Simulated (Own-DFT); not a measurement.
# Biaxial strain at fixed height in diamond-structure SiGeSn with randomly placed atoms, 64 atoms (Ge44Si16Sn4)

Source: density functional calculations with Own-DFT, an unreviewed in-house program that is no longer used. Nothing was measured or relaxed, and spin and spin-orbit coupling are left out.

Settings: PBE; PseudoDojo norm-conserving scalar-relativistic files; cutoff 49 hartree; 3 x 3 x 3 k mesh centred on Gamma; Fermi-Dirac smearing of 0.1 eV.

Keep in mind: forces on such cells moved up to 12 meV/angstrom on a denser k mesh; stress not checked against mesh or cutoff.

Unstrained cell vectors in Å: (11.306, 0.000, 0.000); (0.000, 11.306, 0.000); (0.000, 0.000, 11.306). The unstrained cell has measured lattice constants (interpolated for alloys), not those of this functional. That, the random moves and any unrelaxed bonds set the pressure at no strain. Each run strains x and y alike by e, as a substrate would, and holds the height along z. All atoms carry random offsets, Gaussian with a width of 0.05 Å per axis. The random placing of the alloy's atoms differs from row to row. Stress is positive in tension.

```
e (%)  u (Å)  (s_xx + s_yy)/2 (GPa)  s_zz (GPa)
-2.25  0.048                  -9.03       -7.57
-2.00  0.050                  -8.45       -7.07
-1.75  0.050                  -8.03       -6.57
-1.25  0.047                  -6.57       -5.68
-1.00  0.048                      ?           ?
 0.50  0.048                  -3.18       -3.57
 1.25  0.046                  -2.23       -3.16
 1.50  0.046                  -1.65       -2.49
 2.00  0.050                  -1.05       -2.35
 3.00  0.050                   0.71       -1.14
```

## What the rows give

With e as a fraction, the in-plane stress is -4.3 + 189 e - 921 e² GPa (errors 3 and 253, scatter 0.18), and s_zz is -4.3 + 122 e - 751 e² GPa (slope ± 4, scatter 0.21). At e = 0 the first slope is C11 + C12 and the second 2 C12, both with the ions held to the strained lattice and at the cell's own pressure. The term in e² is negative: the layer stiffens under compression and softens under tension. A free layer would change its height as e changes, and the in-plane slope would drop by 2 C12²/C11 to the biaxial modulus. At fixed height, a misfit of 1 % moves the in-plane stress by about 1.9 GPa and s_zz by 1.2 GPa.

## Prediction

Question: what are the two stresses at e = -1.00 %?

The fit gives -6.3 and -5.6 GPa. The calculation gave -5.91 and -5.33 GPa.
